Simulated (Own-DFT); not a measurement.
# Short bonds, stiff crystals?

Calculated, not measured: single-point runs of Own-DFT, a retired in-house plane-wave DFT program that no person has reviewed, on unrelaxed cells, without spin or spin-orbit coupling.

Keep in mind (not all hold for every row): forces on such cells moved up to 12 meV/angstrom on a denser k mesh; forces not confirmed at this smearing and k mesh; k mesh not checked against a denser one; forces on such cells passed a denser k mesh, each cell not checked; stress not checked against mesh or cutoff.

All runs are PBE with PseudoDojo norm-conserving files; cutoff and k mesh are each material's own. Every cell starts from measured lattice constants and was given uniform random strains and small random moves of its atoms. Each triple is the change of volume in per cent, the rms move u in Å and the pressure in GPa.

- 3C SiC (C32Si32), 10.36 Å³/atom unstrained: (-1.53, 0.049, 8.94); (-0.86, 0.053, 8.34); (-0.71, 0.049, 6.90); (-0.31, 0.047, 6.07); (-0.18, 0.049, 5.79); (-0.11, 0.049, 5.81); (2.29, 0.051, 0.44)
- wurtzite AlN (Al64N64), 10.45 Å³/atom unstrained: (-3.23, 0.052, 13.46); (-1.80, 0.051, 10.15); (-1.70, 0.049, 9.51); (-1.04, 0.054, 8.24); (0.00, 0.050, 5.69); (1.90, 0.049, 2.06); (2.83, 0.052, 0.50)
- wurtzite GaN (Ga36N36), 11.42 Å³/atom unstrained: (-1.54, 0.052, 10.99); (-1.08, 0.051, 9.93); (-0.47, 0.054, 8.39); (-0.42, 0.053, 7.77); (0.57, 0.055, 6.89); (1.15, 0.052, 5.54); (2.37, 0.051, 2.96)
- diamond silicon (Si64), 20.02 Å³/atom unstrained: withheld
- zincblende InP (In48P48), 25.27 Å³/atom unstrained: (-3.57, 0.050, 6.48); (-2.96, 0.051, 6.30); (-2.22, 0.052, 5.56); (-1.89, 0.052, 5.17); (-0.81, 0.050, 4.54); (-0.61, 0.050, 4.38); (2.46, 0.051, 2.08)
- grey tin (Sn64), 34.15 Å³/atom unstrained: (-3.74, 0.048, 5.85); (-3.11, 0.051, 5.50); (-1.45, 0.053, 4.47); (0.61, 0.050, 3.48); (0.80, 0.049, 3.24); (1.71, 0.046, 2.78); (1.94, 0.050, 2.74)

## Fit

Fit a line to each set against the fractional change of volume; B is minus its slope, and u is nearly the same within a set. To take it to zero pressure, assume that B rises by 4 GPa for each GPa: B0 = B - 4 x (mean pressure). The bond length of an ideal tetrahedral crystal with the unstrained volume v is d = (√3/4)(8 v)^(1/3). Cohen's empirical rule reads B0 = (1971 - 220 L) d^(-3.5) GPa, with L = 0 for group IV crystals and SiC and 1 for III-V compounds.

```
material,L,d (Å),B (GPa),mean P (GPa),B0 (GPa),rule (GPa)
3C SiC (C32Si32),0,1.888,227 ± 14,6.0,203 ± 14,213
wurtzite AlN (Al64N64),1,1.893,213 ± 7,7.1,185 ± 7,188
wurtzite GaN (Ga36N36),1,1.950,196 ± 12,7.5,166 ± 12,169
diamond silicon (Si64),0,2.352,?,?,?,99
zincblende InP (In48P48),1,2.541,74 ± 2,4.9,55 ± 2,67
grey tin (Sn64),0,2.810,55 ± 1,4.0,39 ± 1,53
```

A line through ln[B0/(1971 - 220 L)] against ln d has a slope of -4.2 ± 0.1 and a scatter of 2 %. Against the rule, B0 stands at 95 % for 3C SiC, 99 % for wurtzite AlN, 98 % for wurtzite GaN, 82 % for zincblende InP, 74 % for grey tin. PBE tends to make silicon and heavier crystals too soft, and the rule itself is only a guide.

## The run left out

Asked: what B0 does the fitted trend give for diamond silicon (Si64)?

The line gives 84 GPa. Its own runs give B = 103 ± 4 GPa at a mean pressure of 3.0 GPa, so B0 = 91 GPa.
